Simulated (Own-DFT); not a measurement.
Simulation results for Hf31SiO64 (monoclinic hafnia with substituted atoms, atoms displaced), Hf16O31 (monoclinic hafnia with two neutral oxygen vacancies, strained, atoms displaced), Hf32O63 (monoclinic hafnia with one neutral oxygen vacancy, atoms displaced)

Computed with Own-DFT development build. A calculation, not a measurement: plane-wave PBE and HSE06 DFT by an unreviewed code, no spin, of a simulated cell at Gamma alone, so results move with cell size and shape, stress positive in tension, energies less offsets, not probed for a lower state with spin; hafnium file: forces about 75 meV/angstrom off all-electron values; oxygen file: force components 24 meV/angstrom off all-electron in a glass; k mesh not checked against a denser one; forces and stress are PBE's, HSE06 gives the energy alone, and its difference from PBE has offsets of its own; offsets are fitted by least squares, one for each functional and potential file, so energies compare only between cells with the same atoms and settings and are not formation energies; the far tail of each file's local potential was reset to the Coulomb form; each entry is a single point on an unrelaxed cell, so the pressure reflects the starting lattice, mostly measured values, from which strain is counted, and rises with the displacements; printed positions are rounded, which can move forces by about a meV/angstrom; the program is a retired in-house code; no spin-orbit coupling.

Settings shared by all entries: first functional PBE; second functional HSE06; exact exchange share 0.25; screening 0.11 1/bohr; exchange divergence Gygi-Baldereschi; potential files PseudoDojo norm-conserving, scalar-relativistic, made for PBE, standard set; wave cutoff 48 hartree; occupations fixed; k mesh 1 x 1 x 1 centred on Gamma.

(1) 
```cif
# cell vector a (Å): 10.2340 0.0000 0.0000
# cell vector b (Å): 0.0000 10.3500 0.0000
# cell vector c (Å): -1.6955 0.0000 10.4453
data_Hf31SiO64
_symmetry_space_group_name_H-M 'P 1'
_symmetry_Int_Tables_number 1
_cell_length_a 10.2340
_cell_length_b 10.3500
_cell_length_c 10.5820
_cell_angle_alpha 90.000
_cell_angle_beta 99.220
_cell_angle_gamma 90.000
_cell_volume 1106.39
loop_
_atom_site_label
_atom_site_type_symbol
_atom_site_fract_x
_atom_site_fract_y
_atom_site_fract_z
_atom_site_occupancy
Hf1 Hf 0.14246 0.02114 0.09455 1
Hf2 Hf 0.36094 0.26378 0.13836 1
Hf3 Hf 0.36115 0.50060 0.40410 1
Hf4 Hf 0.14578 0.22400 0.35638 1
O1 O 0.02894 0.17500 0.17186 1
O2 O 0.46934 0.41692 0.07465 1
O3 O 0.45423 0.34245 0.32430 1
O4 O 0.04005 0.08106 0.42839 1
O5 O 0.22681 0.35978 0.24115 1
O6 O 0.26596 0.13799 0.00217 1
O7 O 0.28393 0.12743 0.27126 1
O8 O 0.21767 0.36591 0.49178 1
Hf5 Hf 0.14241 0.03446 0.60730 1
Hf6 Hf 0.35486 0.26564 0.65084 1
Hf7 Hf 0.36828 0.48275 0.91831 1
Hf8 Hf 0.12610 0.22859 0.85056 1
O9 O 0.03867 0.15177 0.66836 1
O10 O 0.44896 0.42845 0.57468 1
O11 O 0.46730 0.33140 0.84131 1
O12 O 0.02707 0.07980 0.92084 1
O13 O 0.22721 0.37529 0.72940 1
O14 O 0.26497 0.12584 0.49953 1
O15 O 0.25946 0.12071 0.75452 1
O16 O 0.22031 0.36952 0.99395 1
Hf9 Hf 0.14085 0.52091 0.10958 1
Hf10 Hf 0.36776 0.78564 0.16036 1
Hf11 Hf 0.35677 0.98128 0.38051 1
Hf12 Hf 0.13382 0.72852 0.33891 1
O17 O 0.02883 0.65259 0.18140 1
O18 O 0.46559 0.90767 0.08222 1
O19 O 0.45752 0.83453 0.32228 1
O20 O 0.02401 0.60164 0.41999 1
O21 O 0.22246 0.89360 0.23547 1
O22 O 0.27292 0.63360 0.02359 1
O23 O 0.27903 0.62224 0.26387 1
O24 O 0.21528 0.87760 0.48188 1
Hf13 Hf 0.14085 0.51635 0.61693 1
Hf14 Hf 0.34700 0.77314 0.64943 1
Hf15 Hf 0.35601 0.98325 0.89064 1
Hf16 Hf 0.14172 0.73826 0.85524 1
O25 O 0.04175 0.66138 0.66868 1
O26 O 0.47310 0.92317 0.57313 1
O27 O 0.46953 0.84684 0.82963 1
O28 O 0.03491 0.59228 0.91906 1
O29 O 0.23097 0.88061 0.72226 1
O30 O 0.27134 0.61484 0.51726 1
O31 O 0.27586 0.62370 0.76112 1
O32 O 0.21030 0.87427 0.97921 1
Hf17 Hf 0.63368 0.01344 0.10415 1
Hf18 Hf 0.86934 0.26892 0.16138 1
Hf19 Hf 0.86035 0.49984 0.38934 1
Hf20 Hf 0.62947 0.22895 0.34625 1
O33 O 0.53697 0.16157 0.17881 1
O34 O 0.97210 0.40490 0.08594 1
O35 O 0.94536 0.31333 0.32480 1
O36 O 0.53845 0.09638 0.43262 1
O37 O 0.72968 0.38229 0.24848 1
O38 O 0.76832 0.13159 0.00946 1
O39 O 0.76474 0.11451 0.27843 1
O40 O 0.72176 0.37242 0.47906 1
Hf21 Hf 0.62214 0.02141 0.60782 1
Hf22 Hf 0.88987 0.26441 0.64894 1
Hf23 Hf 0.86061 0.47558 0.89132 1
Hf24 Hf 0.64822 0.23427 0.86308 1
O41 O 0.53584 0.16345 0.68512 1
O42 O 0.97177 0.41185 0.57819 1
O43 O 0.96369 0.33718 0.81902 1
O44 O 0.53287 0.07716 0.90704 1
O45 O 0.71331 0.38809 0.74330 1
O46 O 0.76299 0.13494 0.50398 1
O47 O 0.78374 0.12782 0.76070 1
O48 O 0.72972 0.36964 0.99130 1
Hf25 Hf 0.63518 0.51721 0.09111 1
Hf26 Hf 0.85700 0.76684 0.14878 1
Hf27 Hf 0.85525 0.99713 0.38879 1
Si1 Si 0.64306 0.72924 0.35202 1
O49 O 0.53747 0.66747 0.17927 1
O50 O 0.96275 0.91657 0.07603 1
O51 O 0.94633 0.82783 0.33070 1
O52 O 0.54025 0.57652 0.41603 1
O53 O 0.71028 0.86700 0.23423 1
O54 O 0.77051 0.62696 0.00374 1
O55 O 0.78074 0.62297 0.27838 1
O56 O 0.71875 0.88754 0.49127 1
Hf28 Hf 0.63395 0.52449 0.60332 1
Hf29 Hf 0.86103 0.75640 0.64246 1
Hf30 Hf 0.86736 0.97633 0.89904 1
Hf31 Hf 0.64504 0.72557 0.86340 1
O57 O 0.53990 0.66562 0.68203 1
O58 O 0.96835 0.93579 0.57432 1
O59 O 0.95904 0.82701 0.82682 1
O60 O 0.52755 0.59135 0.91715 1
O61 O 0.73895 0.88915 0.74188 1
O62 O 0.78583 0.61064 0.51291 1
O63 O 0.77451 0.63709 0.75503 1
O64 O 0.72640 0.87032 0.99545 1
_calc_PBE_energy_of_cell_above_offsets '-74.814'  # eV
_calc_HSE06_less_PBE_above_offsets '0.915'  # eV
_calc_PBE_pressure 8.58  # GPa
_calc_PBE_stress_xx -8.84  # GPa
_calc_PBE_stress_yy -7.57  # GPa
_calc_PBE_stress_zz -9.32  # GPa
_calc_PBE_stress_yz 0.09  # GPa
_calc_PBE_stress_xz -1.35  # GPa
_calc_PBE_stress_xy 1.93  # GPa
```

Force:
```tsv
element	x (eV/Å)	y (eV/Å)	z (eV/Å)
Hf	-3.157	1.117	1.112
Hf	-0.132	2.243	3.323
Hf	0.634	-4.917	-0.754
Hf	-2.208	2.161	0.104
O	3.729	-3.862	-0.529
O	-0.076	-0.902	1.461
O	0.977	-0.679	-0.745
O	-0.72	0.938	-1.996
O	-0.851	2.552	-1.541
O	0.441	-1.614	0.138
O	0.375	-0.417	-3.273
O	-0.169	0.013	-0.384
Hf	0.721	-7.309	-5.259
Hf	3.192	1.349	-1.496
Hf	-1.523	-0.329	-4.396
Hf	1.952	0.374	1.462
O	-3.036	4.671	3.1
O	1.165	-0.893	1.682
O	-1.071	0.517	-0.283
O	2.342	1.799	-0.214
O	-1.088	-0.573	2.964
O	2.305	0.571	1.977
O	1.955	0.695	2.318
O	0.182	0.34	-0.808
Hf	-0.44	-1.878	-0.456
Hf	-0.733	-4.525	-3.091
Hf	0.9	0.808	5.386
Hf	-2.044	1.225	4.195
O	-0.554	0.605	-1.443
O	0.087	2.326	-1.87
O	2.502	-0.393	2.77
O	1.982	-0.43	0.568
O	-0.36	-1.188	-0.744
O	0.645	0.088	-0.679
O	-1.011	0.937	-0.799
O	1.541	-1.525	-0.74
Hf	0.276	-0.298	-2.772
Hf	4.547	-1.587	-2.253
Hf	2.638	-0.343	-0.607
Hf	-1.841	-2.554	-1.212
O	-1.497	1.806	0.871
O	-5.024	-3.469	-0.624
O	-0.711	-0.943	-0.299
O	-0.446	-1.208	0.809
O	-2.304	1.244	3.184
O	-0.295	2.674	0.002
O	0.207	0.184	1.326
O	1.182	1.724	1.167
Hf	1.038	0.84	-0.883
Hf	-2.765	0.464	-3.152
Hf	0.778	-7.825	3.003
Hf	0.236	3.553	4.491
O	-1.366	-0.583	-2.671
O	0.314	2.019	-1.923
O	2.555	1.752	4.32
O	-2.909	-1.441	-1.44
O	-1.227	1.22	-3.018
O	-0.119	-1.052	1.251
O	-0.251	1.903	-5.797
O	-0.06	0.651	1.289
Hf	5.044	2.041	0.71
Hf	-6.821	-0.059	-4.689
Hf	0.166	1.162	0.697
Hf	-0.762	-1.739	-2.496
O	-1.799	1.721	-0.155
O	0.429	0.556	0.023
O	0.831	0.092	1.417
O	-0.991	-0.192	2.165
O	1.01	0.37	0.608
O	1.743	-0.16	1.334
O	0.174	0.612	1.041
O	-0.029	1.587	0.435
Hf	0.776	-0.19	3.423
Hf	0.322	1.418	0.759
Hf	2.258	-4.182	5.699
Si	-1.079	-0.207	-2.169
O	1.168	-0.04	1.017
O	0.949	-0.537	1.253
O	1.358	0.156	-1.51
O	2.01	3.495	-0.371
O	-0.658	-0.535	0.996
O	0.76	-0.587	1.073
O	-3.288	4.797	-4.103
O	0.407	-3.865	-1.986
Hf	0.045	-2.099	-0.401
Hf	1.262	4.14	-0.549
Hf	-3.103	-0.119	-2.306
Hf	-0.756	2.917	-3.253
O	-1.105	0.86	-0.393
O	-1.278	-2.29	1.144
O	1.818	-0.438	0.196
O	0.102	-0.541	1.437
O	-1.21	-1.026	0.055
O	-1.361	2.763	1.415
O	0.494	-2.167	1.312
O	-0.299	-0.341	0.042
```

(2) 
```cif
# cell vector a (Å): 10.4365 0.0659 0.0108
# cell vector b (Å): 0.0666 10.2740 0.0552
# cell vector c (Å): -1.7181 0.0447 10.4175
data_Hf16O31
_symmetry_space_group_name_H-M 'P 1'
_symmetry_Int_Tables_number 1
_cell_length_a 10.4367
_cell_length_b 10.2744
_cell_length_c 10.5583
_cell_angle_alpha 89.514
_cell_angle_beta 99.304
_cell_angle_gamma 89.267
_cell_volume 1117.13
loop_
_atom_site_label
_atom_site_type_symbol
_atom_site_fract_x
_atom_site_fract_y
_atom_site_fract_z
_atom_site_occupancy
Hf1 Hf 0.14156 0.01646 0.10112 1
Hf2 Hf 0.35750 0.26670 0.15375 1
Hf3 Hf 0.35698 0.48037 0.40607 1
Hf4 Hf 0.14185 0.24165 0.35228 1
O1 O 0.03822 0.17308 0.17658 1
O2 O 0.46472 0.41090 0.08062 1
O3 O 0.47162 0.33056 0.33089 1
O4 O 0.03291 0.08905 0.42088 1
O5 O 0.22746 0.37860 0.23581 1
O6 O 0.27473 0.12732 0.01182 1
O7 O 0.27492 0.12719 0.26233 1
O8 O 0.21879 0.37795 0.48929 1
Hf5 Hf 0.14134 0.02510 0.59937 1
Hf6 Hf 0.36303 0.27591 0.63835 1
Hf7 Hf 0.35773 0.47478 0.89948 1
Hf8 Hf 0.13390 0.23624 0.85296 1
O9 O 0.03082 0.15503 0.67518 1
O10 O 0.46210 0.42124 0.56926 1
O11 O 0.46760 0.33945 0.82386 1
O12 O 0.02605 0.09647 0.92164 1
O13 O 0.21932 0.36718 0.73876 1
O14 O 0.27682 0.13294 0.50685 1
O15 O 0.27091 0.11883 0.76704 1
O16 O 0.22698 0.37211 0.98954 1
Hf9 Hf 0.14134 0.51681 0.11480 1
Hf10 Hf 0.36706 0.76827 0.14656 1
Hf11 Hf 0.35767 0.97746 0.39381 1
Hf12 Hf 0.13535 0.73312 0.35242 1
O17 O 0.02996 0.66832 0.17464 1
O18 O 0.46546 0.92034 0.07881 1
O19 O 0.46779 0.84130 0.32228 1
O20 O 0.03843 0.58077 0.41407 1
O21 O 0.23006 0.88154 0.24350 1
O22 O 0.28272 0.61960 0.00467 1
O23 O 0.28209 0.62359 0.25335 1
O24 O 0.22525 0.87114 0.48952 1
Hf13 Hf 0.14290 0.52778 0.60726 1
Hf14 Hf 0.36194 0.76535 0.64201 1
Hf15 Hf 0.35656 0.98077 0.88828 1
Hf16 Hf 0.13163 0.72920 0.84678 1
O25 O 0.04080 0.66230 0.67926 1
O26 O 0.46198 0.91168 0.56890 1
O27 O 0.46311 0.83142 0.82418 1
O28 O 0.03507 0.57888 0.92925 1
O29 O 0.22502 0.88341 0.74264 1
O30 O 0.27736 0.63478 0.50518 1
O31 O 0.26915 0.62411 0.75641 1
O32 O 0.22213 0.86353 0.98890 1
Hf17 Hf 0.64269 0.02267 0.10228 1
Hf18 Hf 0.87011 0.26891 0.13627 1
Hf19 Hf 0.86214 0.47477 0.40083 1
Hf20 Hf 0.63879 0.22934 0.34892 1
O33 O 0.53338 0.17103 0.16815 1
O34 O 0.96342 0.41214 0.08116 1
O35 O 0.96261 0.32754 0.33251 1
O36 O 0.53351 0.08698 0.41803 1
O37 O 0.70900 0.37721 0.23929 1
O38 O 0.77792 0.12808 0.01072 1
O39 O 0.77723 0.12460 0.26362 1
O40 O 0.72244 0.37445 0.49176 1
Hf21 Hf 0.64091 0.02148 0.60347 1
Hf22 Hf 0.85809 0.26888 0.64374 1
Hf23 Hf 0.85528 0.47371 0.90214 1
Hf24 Hf 0.63314 0.22600 0.86462 1
O41 O 0.54515 0.16491 0.67539 1
O42 O 0.96429 0.42117 0.57284 1
O43 O 0.95551 0.33701 0.81962 1
O44 O 0.53704 0.08117 0.91648 1
O45 O 0.71689 0.37782 0.74431 1
O46 O 0.76362 0.12726 0.51244 1
O47 O 0.77931 0.12454 0.75752 1
O48 O 0.72300 0.38195 0.99101 1
Hf25 Hf 0.64212 0.52876 0.10976 1
Hf26 Hf 0.86054 0.76662 0.13721 1
Hf27 Hf 0.85984 0.97687 0.38796 1
Hf28 Hf 0.63818 0.72523 0.35979 1
O49 O 0.52997 0.66339 0.17531 1
O50 O 0.96083 0.91624 0.07784 1
O51 O 0.96550 0.84006 0.32934 1
O52 O 0.53734 0.58555 0.43659 1
O53 O 0.72580 0.87308 0.24341 1
O54 O 0.77960 0.61791 0.25791 1
O55 O 0.72927 0.87287 0.49613 1
Hf29 Hf 0.63267 0.51807 0.60380 1
Hf30 Hf 0.86315 0.76845 0.64432 1
Hf31 Hf 0.86459 0.97626 0.89105 1
Hf32 Hf 0.64911 0.73556 0.85134 1
O56 O 0.53388 0.66737 0.68418 1
O57 O 0.96681 0.91688 0.57759 1
O58 O 0.96822 0.83360 0.83384 1
O59 O 0.54489 0.58954 0.92451 1
O60 O 0.72776 0.88371 0.73782 1
O61 O 0.78604 0.62122 0.51332 1
O62 O 0.77673 0.62094 0.75634 1
_calc_PBE_energy_of_cell_above_offsets '-87.797'  # eV
_calc_HSE06_less_PBE_above_offsets '1.085'  # eV
_calc_PBE_pressure 1.83  # GPa
_calc_PBE_stress_xx 2.59  # GPa
_calc_PBE_stress_yy -4.56  # GPa
_calc_PBE_stress_zz -3.52  # GPa
_calc_PBE_stress_yz 1.05  # GPa
_calc_PBE_stress_xz 1.77  # GPa
_calc_PBE_stress_xy 1.96  # GPa
```

Force:
```tsv
element	x (eV/Å)	y (eV/Å)	z (eV/Å)
Hf	-0.994	0.734	-0.288
Hf	2.666	0.203	-1.529
Hf	1.896	0.516	-3.125
Hf	-2.114	-2.56	0.264
O	0.875	-1.049	-0.878
O	-0.132	0.539	-0.767
O	-2.368	1.542	0.307
O	0.616	0.025	0.087
O	-0.618	0.119	1.791
O	-0.454	-0.225	0.042
O	-0.263	-0.58	-0.143
O	0.885	0.129	0.265
Hf	-1.567	-0.442	0.151
Hf	0.754	-1.716	2.08
Hf	1.842	0.902	1.045
Hf	-0.604	-1.356	0.067
O	-0.229	1.226	-0.031
O	-0.716	-1.225	1.598
O	-0.425	-0.4	-0.635
O	0.475	-0.77	1.034
O	0.77	1.581	-0.923
O	-0.028	0.565	0.642
O	0.406	1.321	-1.438
O	-0.895	-0.387	0.269
Hf	-0.373	2.296	-3.116
Hf	-0.115	0.802	-1.082
Hf	1.752	0.637	0.444
Hf	-0.583	0.217	-0.421
O	1.177	-0.776	-0.195
O	0.347	-0.033	-0.417
O	0.609	-1.016	0.355
O	0.426	0.329	0.902
O	-0.627	-0.147	-0.657
O	-0.918	0.768	0.833
O	-1.068	-0.543	1.036
O	-0.427	0.059	-0.158
Hf	-1.513	-1.449	-0.959
Hf	0.924	2.011	1.747
Hf	1.045	-1.619	1.604
Hf	1.164	-0.631	2.808
O	-1.699	0.578	-1.441
O	0.299	0.02	0.516
O	0.121	0.777	0.262
O	0.006	0.301	0.005
O	-0.164	-0.714	-0.788
O	-0.35	-1.104	0.073
O	0.968	-1.115	-0.28
O	0.04	0.961	0.385
Hf	-1.847	-0.373	0.77
Hf	-2.03	-0.899	2.767
Hf	0.249	-0.003	-1.009
Hf	-0.293	-0.059	0.682
O	0.799	-1.139	-0.313
O	1.235	1.3	-0.372
O	-0.121	0.553	-0.76
O	-0.72	-0.822	0.329
O	1.648	0.347	-0.029
O	-0.377	0.02	-0.021
O	0.156	-0.684	-1.069
O	0.152	-0.38	0.1
Hf	-1.118	0.344	-0.83
Hf	-0.068	-0.086	0.366
Hf	1.079	1.41	-1.7
Hf	1.173	1.471	-2.424
O	-2.024	1.107	-0.051
O	0.647	-0.54	1.147
O	0.781	0.017	0.591
O	-0.592	-0.895	0.78
O	0.264	0.04	-0.454
O	1.312	0.509	-0.461
O	-0.298	-0.326	0.803
O	0.076	-1.085	0.353
Hf	-1.187	-1.197	-1.241
Hf	-0.181	0.387	0.958
Hf	0.476	1.037	2.02
Hf	0.065	1.055	-0.805
O	0.898	-0.052	1.098
O	0.457	0.455	-0.09
O	0.929	-1.083	-0.527
O	-0.61	0.799	-1.665
O	-0.072	0.415	-1.26
O	-0.428	0.543	0.046
O	-0.184	-1.256	-1.025
Hf	1.663	0.366	1.953
Hf	0.297	0.669	-0.203
Hf	-0.08	1.321	0.403
Hf	-2.31	-0.812	0.721
O	0.48	-1.065	-1.605
O	-0.009	-0.623	0.04
O	-0.415	-0.336	-1.087
O	0.006	-0.181	0.379
O	0.216	-0.857	0.7
O	-0.957	1.117	-0.198
O	0.04	0.172	0.846
```

(3) 
```cif
# cell vector a (Å): 10.2340 0.0000 0.0000
# cell vector b (Å): 0.0000 10.3500 0.0000
# cell vector c (Å): -1.6955 0.0000 10.4453
data_Hf32O63
_symmetry_space_group_name_H-M 'P 1'
_symmetry_Int_Tables_number 1
_cell_length_a 10.2340
_cell_length_b 10.3500
_cell_length_c 10.5820
_cell_angle_alpha 90.000
_cell_angle_beta 99.220
_cell_angle_gamma 90.000
_cell_volume 1106.39
loop_
_atom_site_label
_atom_site_type_symbol
_atom_site_fract_x
_atom_site_fract_y
_atom_site_fract_z
_atom_site_occupancy
Hf1 Hf 0.14563 0.01546 0.10824 1
Hf2 Hf 0.35800 0.28170 0.14846 1
Hf3 Hf 0.35196 0.47983 0.38074 1
Hf4 Hf 0.14297 0.22197 0.35003 1
O1 O 0.04302 0.17084 0.17018 1
O2 O 0.46775 0.40896 0.07248 1
O3 O 0.45637 0.33263 0.31629 1
O4 O 0.03196 0.06968 0.42082 1
O5 O 0.22175 0.37672 0.24491 1
O6 O 0.27102 0.12525 0.01757 1
O7 O 0.27303 0.10738 0.25247 1
O8 O 0.22000 0.37013 0.50147 1
Hf5 Hf 0.14008 0.02263 0.60847 1
Hf6 Hf 0.36378 0.26611 0.65993 1
Hf7 Hf 0.35749 0.49709 0.88953 1
Hf8 Hf 0.13019 0.24452 0.85082 1
O9 O 0.03427 0.15296 0.68073 1
O10 O 0.46693 0.41490 0.56640 1
O11 O 0.46366 0.33927 0.82641 1
O12 O 0.02971 0.08821 0.93008 1
O13 O 0.22893 0.37990 0.73920 1
O14 O 0.27573 0.12953 0.51060 1
O15 O 0.27459 0.11848 0.75994 1
O16 O 0.22562 0.37050 0.99123 1
Hf9 Hf 0.14383 0.51353 0.10164 1
Hf10 Hf 0.35311 0.75721 0.15121 1
Hf11 Hf 0.35225 0.98614 0.40149 1
Hf12 Hf 0.14100 0.73128 0.35259 1
O17 O 0.03375 0.67261 0.18981 1
O18 O 0.45893 0.92529 0.08540 1
O19 O 0.47968 0.83028 0.33462 1
O20 O 0.03017 0.57518 0.44064 1
O21 O 0.20950 0.87945 0.23647 1
O22 O 0.26254 0.64775 0.00902 1
O23 O 0.26337 0.62927 0.26809 1
O24 O 0.20399 0.86742 0.48488 1
Hf13 Hf 0.13580 0.51107 0.61663 1
Hf14 Hf 0.36683 0.76688 0.65019 1
Hf15 Hf 0.35789 0.98269 0.89762 1
Hf16 Hf 0.13406 0.73134 0.85426 1
O25 O 0.03939 0.66986 0.66918 1
O26 O 0.45469 0.92195 0.58244 1
O27 O 0.46653 0.83591 0.82081 1
O28 O 0.03321 0.59348 0.93248 1
O29 O 0.22436 0.88768 0.73836 1
O30 O 0.27036 0.62114 0.52337 1
O31 O 0.26506 0.63348 0.77324 1
O32 O 0.22213 0.87670 0.01152 1
Hf17 Hf 0.62470 0.02707 0.10995 1
Hf18 Hf 0.86360 0.26598 0.14632 1
Hf19 Hf 0.84964 0.48594 0.39660 1
Hf20 Hf 0.64244 0.22106 0.34203 1
O33 O 0.53029 0.17651 0.17685 1
O34 O 0.96830 0.41606 0.08498 1
O35 O 0.96530 0.34148 0.33235 1
O36 O 0.52769 0.09100 0.41510 1
O37 O 0.71858 0.38591 0.23362 1
O38 O 0.76755 0.13141 0.00009 1
O39 O 0.77879 0.13323 0.26746 1
O40 O 0.72152 0.35790 0.48943 1
Hf21 Hf 0.62530 0.01622 0.60088 1
Hf22 Hf 0.84922 0.27796 0.65968 1
Hf23 Hf 0.84795 0.47005 0.88671 1
Hf24 Hf 0.63561 0.21341 0.85586 1
O41 O 0.52937 0.16483 0.67391 1
O42 O 0.96196 0.42083 0.57740 1
O43 O 0.94762 0.32941 0.83280 1
O44 O 0.55347 0.07948 0.92521 1
O45 O 0.73994 0.38461 0.74608 1
O46 O 0.76962 0.13494 0.50335 1
O47 O 0.72604 0.36943 0.98999 1
Hf25 Hf 0.63728 0.51843 0.10428 1
Hf26 Hf 0.85664 0.77144 0.14942 1
Hf27 Hf 0.85310 0.97293 0.39957 1
Hf28 Hf 0.63511 0.72181 0.37027 1
O48 O 0.54009 0.65055 0.16902 1
O49 O 0.95788 0.91327 0.08577 1
O50 O 0.96339 0.84033 0.31335 1
O51 O 0.53615 0.59735 0.42259 1
O52 O 0.72917 0.86890 0.23073 1
O53 O 0.76603 0.61821 0.01168 1
O54 O 0.78780 0.62707 0.27412 1
O55 O 0.72577 0.86352 0.49545 1
Hf29 Hf 0.63961 0.53462 0.60990 1
Hf30 Hf 0.87421 0.77393 0.64264 1
Hf31 Hf 0.87509 0.97524 0.90040 1
Hf32 Hf 0.63325 0.74325 0.85114 1
O56 O 0.53244 0.67009 0.66747 1
O57 O 0.96814 0.93144 0.57953 1
O58 O 0.96956 0.84200 0.82449 1
O59 O 0.52039 0.58403 0.92970 1
O60 O 0.72609 0.88536 0.74094 1
O61 O 0.77671 0.63935 0.50565 1
O62 O 0.78363 0.60618 0.76299 1
O63 O 0.71706 0.85765 0.99493 1
_calc_PBE_energy_of_cell_above_offsets '-80.488'  # eV
_calc_HSE06_less_PBE_above_offsets '0.675'  # eV
_calc_PBE_pressure 8.98  # GPa
_calc_PBE_stress_xx -8.3  # GPa
_calc_PBE_stress_yy -9.63  # GPa
_calc_PBE_stress_zz -9  # GPa
_calc_PBE_stress_yz -0.49  # GPa
_calc_PBE_stress_xz -0.19  # GPa
_calc_PBE_stress_xy 2.31  # GPa
```

Force:
```tsv
element	x (eV/Å)	y (eV/Å)	z (eV/Å)
Hf	-2.722	1.268	-0.274
Hf	1.03	-2.096	-1.732
Hf	1.132	-1.289	5.394
Hf	-3.554	0.748	1.533
O	-0.833	0.25	0.302
O	-1.34	0.274	-0.288
O	0.14	1.488	1.609
O	1.161	1.929	-0.632
O	-0.327	0.736	-0.699
O	1.303	0.949	-1.727
O	0.677	1.469	1.711
O	0.818	-0.666	-1.502
Hf	-0.171	0.091	-1.744
Hf	0.687	2.065	-2.843
Hf	0.913	-3.336	1.816
Hf	-0.31	-3.197	0.618
O	-1.265	2.56	0.935
O	0.316	0.46	0.614
O	0.265	0.028	0.194
O	0.864	0.797	-0.711
O	-1.192	-0.519	2.077
O	0.203	-0.418	-0.371
O	0.556	1.056	1.17
O	-0.546	1.306	-0.284
Hf	-4.817	1.588	-0.018
Hf	2.474	3.264	1.049
Hf	0.904	-1.487	-1.223
Hf	-4.931	-0.1	2.313
O	0.909	-2.364	-2.371
O	-0.299	-0.823	-0.562
O	-3.456	1.796	-0.58
O	0.965	1.676	-1.487
O	2.076	-1.659	2.095
O	1.313	-2.422	0.615
O	3.24	-1.924	-1.782
O	2.171	1.126	1.287
Hf	-0.579	1.363	-4.077
Hf	-3.303	0.486	-2.118
Hf	-0.4	0.131	0.946
Hf	-1.616	1.132	1.144
O	-0.769	0.761	1.065
O	-0.408	-0.414	-0.266
O	-1.133	0.94	1.191
O	-0.184	-0.915	-0.847
O	0.488	-1.271	1.58
O	1.25	0.685	-0.335
O	1.884	-0.74	-1.359
O	1.32	-1.354	-3.549
Hf	1.902	-1.801	-0.001
Hf	0.906	1.822	0.255
Hf	2.77	-2.132	0.264
Hf	-1.277	3.656	4.027
O	0.337	-1.767	-2.048
O	0.783	0.16	-0.673
O	0.441	-1.486	-0.868
O	-0.837	-1.49	0.833
O	0.341	-1.278	0.985
O	1.567	-0.701	1.808
O	0.968	-2.429	-1.832
O	-0.277	2.269	0.441
Hf	2.282	1.627	-0.348
Hf	2.315	-2.883	-5.478
Hf	0.886	3.511	6.617
Hf	1.655	4.231	-0.788
O	0.873	-0.926	0.186
O	-1.398	-1.603	2.233
O	4.06	-1.744	0.465
O	-4.923	-3.343	0.186
O	-4.908	-0.433	-2.272
O	-0.219	-1.929	1.598
O	-0.359	-0.925	-0.769
Hf	1.615	-1.017	-0.598
Hf	0.689	-2.339	-0.804
Hf	2.279	0.772	-1.033
Hf	4.205	3.642	-5.196
O	-3.255	2.858	1.595
O	1.14	1.65	-2.016
O	-0.157	0.68	2.793
O	-3.88	-4.912	1.905
O	-2.719	3.161	1.731
O	0.545	0.712	-0.714
O	-1.196	0.008	-1.065
O	-0.247	1.326	0.416
Hf	-0.128	-3.634	-2.053
Hf	-0.311	0.714	0.167
Hf	-2.301	1.076	1.471
Hf	2.19	-1.864	2.282
O	0.537	0.238	0.78
O	-2.278	-2.655	0.375
O	0.357	-0.981	-0.754
O	1.572	2.082	-1.769
O	-0.079	-0.606	0.005
O	-0.181	-1.503	2.843
O	-1.167	3.476	-1.802
O	-0.022	1.29	-1.256
```
